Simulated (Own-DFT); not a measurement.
# A layer strained by its substrate: grey tin, 32 atoms (Sn32)

The numbers are computed, not measured, by runs of the plane-wave DFT program Own-DFT (in-house, retired, unreviewed) at fixed positions, with no spin and no spin-orbit coupling.

Common settings: PBE; PseudoDojo norm-conserving scalar-relativistic files; cutoff 42 hartree; 3 x 3 x 5 k mesh centred on Gamma; cold (Marzari-Vanderbilt) smearing of 0.2 eV.

Keep in mind: forces on such cells failed a check on a denser k mesh; stress not checked against mesh or cutoff.

Unstrained cell vectors in Å: (12.978, 0.000, 0.000); (0.000, 12.978, 0.000); (0.000, 0.000, 6.489). The unstrained cell has measured lattice constants (interpolated for alloys), not those of this functional. That, the random moves and any unrelaxed bonds set the pressure at no strain. Each run strains x and y alike by e, as a substrate would, and holds the height along z. All atoms carry random offsets, Gaussian with a width of 0.05 Å per axis. Stress is positive in tension.

```
e (%),u (Å),(s_xx + s_yy)/2 (GPa),s_zz (GPa)
-2.50,0.043,-6.77,-5.94
-2.00,0.048,?,?
-1.00,0.047,-4.79,-4.52
-0.50,0.048,-4.05,-3.98
0.75,0.047,-2.76,-3.03
1.25,0.050,-2.21,-2.56
1.75,0.051,-1.80,-2.31
2.25,0.051,-1.25,-1.89
2.50,0.048,-0.98,-1.70
3.00,0.050,-0.62,-1.43
```

## What the rows give

With e as a fraction, the in-plane stress is -3.6 + 115 e - 542 e² GPa (errors 1 and 71, scatter 0.06), and s_zz is -3.6 + 84 e - 374 e² GPa (slope ± 1, scatter 0.05). At e = 0 the first slope is C11 + C12 and the second 2 C12, both with the ions held to the strained lattice and at the cell's own pressure. The term in e² is negative: the layer stiffens under compression and softens under tension. A free layer would change its height as e changes, and the in-plane slope would drop by 2 C12²/C11 to the biaxial modulus. At fixed height, a misfit of 1 % moves the in-plane stress by about 1.1 GPa and s_zz by 0.8 GPa.

## Check

Question: what are the two stresses at e = -2.00 %?

Estimate: -6.1 and -5.4 GPa. The hidden result is -6.13 and -5.59 GPa. That is outside the usual scatter, by luck or through something left out of the fit.
